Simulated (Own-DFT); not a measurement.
# Which defects push the lattice out? zincblende GaP

Source: density functional calculations with Own-DFT, an unreviewed in-house program that is no longer used. Nothing was measured or relaxed, and spin and spin-orbit coupling are left out.

Settings: PBE; PseudoDojo norm-conserving scalar-relativistic files; cutoff 42 hartree; 2 x 3 x 3 k mesh centred on Gamma; Fermi-Dirac smearing of 0.1 eV.

Keep in mind (not all hold for every row): not probed for a lower state with spin; forces on such cells failed a check on a denser k mesh; forces on such cells moved up to 12 meV/angstrom on a denser k mesh; forces on such cells passed a denser k mesh, each cell not checked; stress not checked against mesh or cutoff.

All runs share one cell, with vectors in Å (16.352, 0.000, 0.000); (0.000, 10.901, 0.000); (0.000, 0.000, 10.901) and a volume of 1943.1 Å³. u is the rms random offset of the atoms per axis. The defect's site can differ from row to row.

| cell | formula | u (Å) | P (GPa) |
|---|---|---|---|
| no defect | Ga48P48 | 0.0189 | 2.70 |
| no defect | Ga48P48 | 0.0486 | 3.24 |
| no defect | Ga48P48 | 0.0527 | 3.25 |
| one Ga on a P site and one P on a Ga site | Ga48P48 | 0.0276 | 2.91 |
| one Ga on a P site and one P on a Ga site | Ga48P48 | 0.0284 | ? |
| one Ga on a P site and one P on a Ga site | Ga48P48 | 0.0462 | 3.28 |
| one Ga on a P site and one P on a Ga site | Ga48P48 | 0.0521 | 3.52 |
| two P vacancies | Ga48P46 | 0.0296 | 2.42 |
| two P vacancies | Ga48P46 | 0.0299 | 2.44 |
| two P vacancies | Ga48P46 | 0.0507 | 2.81 |
| two P on a Ga site each | Ga46P50 | 0.0304 | 2.95 |
| two P on a Ga site each | Ga46P50 | 0.0305 | 2.96 |
| two P on a Ga site each | Ga46P50 | 0.0496 | 3.38 |

## Fit

P = P0 + c u² + a shift for each defect gives P0 = 2.60 GPa, c = 256 ± 15 GPa/Å² and a scatter of 0.05 GPa. The shifts, and each times the cell's volume:

- one Ga on a P site and one P on a Ga site: 0.16 ± 0.04 GPa, 1.9 eV
- two P on a Ga site each: 0.13 ± 0.04 GPa, 1.6 eV (0.8 eV for each of its 2 sites)
- two P vacancies: -0.41 ± 0.04 GPa, -5.0 eV (-2.5 eV for each of its 2 sites)

Positive is outwards. The product with the volume (160.2 GPa Å³ to the eV) is nearly free of the cell's size; divided by the bulk modulus at the cell's pressure it gives the volume that the defect adds. The atoms around the defects weren't relaxed, which would change these numbers.

## Test on the hidden row

Asked: what pressure belongs in the blank (one Ga on a P site and one P on a Ga site, u = 0.0284 Å)?

Estimate: 2.96 ± 0.06 GPa. DFT gave 2.94 GPa.
